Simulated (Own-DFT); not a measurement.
TiO2 (rutile, strained, atoms displaced) (calculated)

All values are calculated (Own-DFT development build). A calculation, not a measurement: plane-wave PBE density functional theory by an unreviewed code, no spin, of a simulated periodic cell, stress positive in tension, free energy of the whole cell less one offset for each atom, oxygen file: force components 24 meV/angstrom off all-electron in one glass; forces on such cells passed a denser k mesh, this cell's mesh not checked; offsets are fitted by least squares, one for each functional and potential file, so energies compare only between cells with the same atoms and settings and are not formation energies; the far tail of each file's local potential was reset to the Coulomb form; each entry is a single point on an unrelaxed cell, so the pressure reflects the starting lattice, mostly measured values (interpolated for alloys), from which strain is counted, and rises with the displacements; printed positions are rounded, which can move forces by about a meV/angstrom; the program, named Own-DFT, is a retired in-house code; no spin-orbit coupling; before rounding, a Quantum ESPRESSO 7.3.1 run of the same cell and cutoff gave forces within 1 meV/angstrom rms on each cell, which checks the program and not the settings.

TiO2 (rutile, strained, atoms displaced)

```
cell vectors (Å)
   9.0778    -0.0403     0.1766
  -0.0403     9.2652    -0.0224
   0.1707    -0.0216     8.9086
atoms (fractions of the cell vectors)
Ti  0.00531  0.00347  0.00014
Ti  0.25756  0.24248  0.16829
O   0.15493  0.14606  0.99996
O   0.34925  0.34680  0.99773
O   0.39775  0.09834  0.16866
O   0.09018  0.39981  0.17096
Ti  0.00361  0.99989  0.32640
Ti  0.25386  0.25297  0.51288
O   0.15319  0.16162  0.34022
O   0.35214  0.34060  0.33246
O   0.41114  0.09686  0.49686
O   0.09919  0.39909  0.50100
Ti  0.98913  0.00567  0.67468
Ti  0.24563  0.24041  0.82629
O   0.15194  0.14371  0.67051
O   0.34456  0.34831  0.67406
O   0.39998  0.09742  0.83110
O   0.09474  0.39316  0.82734
Ti  0.00916  0.50217  0.00091
Ti  0.23632  0.74220  0.17091
O   0.15187  0.64597  0.99687
O   0.34951  0.84673  0.99684
O   0.40438  0.60615  0.16653
O   0.10134  0.89607  0.15929
Ti  0.99449  0.49782  0.33846
Ti  0.24801  0.74322  0.50102
O   0.15123  0.66014  0.33703
O   0.34483  0.85190  0.33346
O   0.40085  0.59283  0.50086
O   0.10039  0.89868  0.49948
Ti  0.00018  0.50168  0.66183
Ti  0.25921  0.74570  0.83220
O   0.15424  0.65566  0.66398
O   0.35556  0.85074  0.67007
O   0.40151  0.60059  0.83990
O   0.09727  0.89927  0.83226
Ti  0.50601  0.00608  0.00095
Ti  0.75095  0.24685  0.16693
O   0.65732  0.16227  0.99425
O   0.84725  0.34796  0.99690
O   0.89864  0.08621  0.16761
O   0.60355  0.39223  0.17014
Ti  0.49535  0.00544  0.33356
Ti  0.75749  0.25119  0.49324
O   0.64705  0.14808  0.33061
O   0.85100  0.35201  0.33049
O   0.90859  0.10313  0.49289
O   0.59676  0.39356  0.49866
Ti  0.49833  0.99840  0.66991
Ti  0.75308  0.24852  0.83662
O   0.65047  0.15450  0.67129
O   0.83906  0.34374  0.66847
O   0.90852  0.09498  0.83680
O   0.59081  0.39644  0.84495
Ti  0.50239  0.50019  0.00697
Ti  0.75963  0.75694  0.15994
O   0.65436  0.64838  0.99640
O   0.84012  0.84949  0.00249
O   0.90180  0.60297  0.18413
O   0.60012  0.90153  0.16897
Ti  0.49434  0.49910  0.33916
Ti  0.74717  0.75357  0.49583
O   0.64691  0.64733  0.34724
O   0.84704  0.84346  0.34122
O   0.91299  0.58981  0.49441
O   0.60215  0.89880  0.51108
Ti  0.50297  0.49245  0.67466
Ti  0.75032  0.75558  0.83642
O   0.65214  0.65529  0.65859
O   0.84907  0.83701  0.67199
O   0.90045  0.59668  0.83363
O   0.59054  0.89791  0.83469
```

Settings of this run: functional PBE, potential files PseudoDojo norm-conserving, scalar-relativistic, standard set, wave cutoff 72 hartree, occupations Fermi-Dirac, smearing width 0.1 eV and k mesh 3 x 3 x 3 centred on Gamma.

The calculation gives: free energy of cell above offsets -16.127 eV; pressure 6.49 GPa; stress xx -8.18 GPa; stress yy -5 GPa; stress zz -6.28 GPa; stress yz -0.35 GPa; stress xz 6.29 GPa; stress xy -1.97 GPa.

Force:
```csv
element,x (eV/Å),y (eV/Å),z (eV/Å)
Ti,1.15,-0.721,-0.6
Ti,-0.722,1.678,-0.021
O,-0.391,0.062,0.398
O,-0.549,-0.239,0.406
O,0.812,-0.689,-0.31
O,0.805,-0.017,-1.141
Ti,0.774,-0.269,2.027
Ti,-0.306,-0.177,-2.587
O,-0.57,-1.204,-0.241
O,-0.18,0.256,0.274
O,-1.203,0.872,1.111
O,0.674,-0.36,0.35
Ti,0.962,-2.389,-2.146
Ti,0.236,0.651,2.423
O,0.388,0.491,-0.655
O,0.219,-0.024,-0.595
O,0.145,0.166,0.969
O,-0.161,0.585,0.348
Ti,-0.813,-1.238,0.029
Ti,2.24,0.778,-0.618
O,0.082,0.362,0.371
O,-0.116,0.249,0.079
O,0.043,-0.96,0.466
O,-0.866,0.798,0.183
Ti,1.066,-0.429,-1.9
Ti,0.421,1.938,-0.398
O,-0.434,-1.181,0.23
O,0.182,-0.235,-0.27
O,-0.283,-0.273,0.68
O,-0.576,0.608,-0.129
Ti,-0.42,0.023,1.298
Ti,0.341,1.472,0.367
O,-0.553,-0.857,0.767
O,-1.089,-0.959,-0.26
O,0.601,-0.905,-0.583
O,-0.55,0.361,0.099
Ti,-0.741,-1.629,-0.24
Ti,-0.324,1.122,-0.436
O,-1.549,-2.201,1.535
O,0.481,0.023,0.467
O,0.029,0.436,0.182
O,-0.63,0.83,-0.247
Ti,-0.044,-1.743,0.242
Ti,-0.995,-0.342,1.596
O,1.285,0.773,0.127
O,-1.005,-1.347,-0.035
O,-0.333,-0.439,0.597
O,-0.384,0.496,0.437
Ti,0.846,0.158,-0.757
Ti,-0.124,1.154,-1.49
O,0.35,-0.333,-0.203
O,1.194,1,-0.953
O,-1.017,0.721,0.72
O,0.307,0.414,-1.522
Ti,-0.296,-0.211,0.507
Ti,-1.404,-1.465,1.954
O,0.244,0.194,0.83
O,1.119,0.755,-0.878
O,0.091,0.071,-1.434
O,-0.145,0.494,-0.702
Ti,0.993,0.482,-0.263
Ti,-1.254,-0.701,0.618
O,0.356,0.205,-0.766
O,1.087,1.112,-1.68
O,-1.475,1.371,2.106
O,-0.154,0.612,-0.91
Ti,1.426,0.958,-0.249
Ti,-0.586,-1.381,-1.251
O,-0.86,-1.537,1.49
O,0.929,1.477,-0.401
O,0.487,-0.226,0.144
O,0.741,0.47,0.449
```
